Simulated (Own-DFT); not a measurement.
# Two functionals across a range of volumes: C11b WSi2, 30 atoms (Si20W10)

No measurement is shown. These are fixed-geometry runs of a retired plane-wave code named Own-DFT, which no person has reviewed; spin and spin-orbit coupling are neglected.

Keep in mind: forces on such cells failed a check on a denser k mesh; stress not checked against mesh or cutoff.

Each geometry was run with PBE and with PBEsol, otherwise alike: PseudoDojo norm-conserving scalar-relativistic files made for PBE; cutoff 50 hartree; 5 x 5 x 5 k mesh centred on Gamma; cold (Marzari-Vanderbilt) smearing of 0.2 eV. Unstrained cell vectors in Å: (-2.148, -5.953, 3.409); (-6.444, 2.976, 1.136); (-2.553, -2.948, -6.757). Each has a uniform strain, of which the change of volume is shown, and random moves of rms u per axis.

| run | volume change (%) | u (Å) | P with PBE (GPa) | P with PBEsol (GPa) |
|---|---|---|---|---|
| 1 | 3.40 | 0.0511 | -1.19 | -5.13 |
| 2 | 0.31 | 0.0485 | 6.53 | 2.45 |
| 3 | -3.39 | 0.0485 | 15.52 | 11.24 |
| 4 | -1.71 | 0.0461 | 10.96 | 6.78 |
| 5 | 0.72 | 0.0433 | 3.61 | -0.47 |
| 6 | 2.24 | 0.0495 | 1.34 | -2.65 |
| 7 | -3.69 | 0.0558 | 16.53 | 12.25 |
| 8 | -2.96 | 0.0426 | 14.57 | 10.32 |
| 9 | 0.24 | 0.0491 | 5.57 | 1.51 |
| 10 | -0.27 | 0.0428 | 5.46 | 1.35 |
| 11 | 1.28 | 0.0540 | 4.02 | ? |

Q: by how much does PBEsol shrink this cell, and what belongs in the blank?

## Working it out

Write v for the change of volume as a fraction. Fitted to v and u², the PBE pressure has a slope of -255 ± 11 GPa in v, with the ions held to the strained lattice. The difference PBEsol less PBE is -4.10 + 5.0 v GPa (slope ± 0.2) and averages -4.12 GPa. Divided by the mean slope of the two, 253 GPa, that makes PBEsol's volume at a given pressure, near 6 GPa, about 1.6 % smaller, or 0.54 % in lengths. At one volume PBEsol's slope is the smaller by 5 GPa, but its pressure there is lower too. If stiffness rises by about 4 GPa for each GPa, PBEsol at equal pressure is stiffer by about 12 GPa. Files made for PBEsol would give a different shift.

For run 11 the line gives -0.02 GPa. The run itself gave 0.00 GPa.
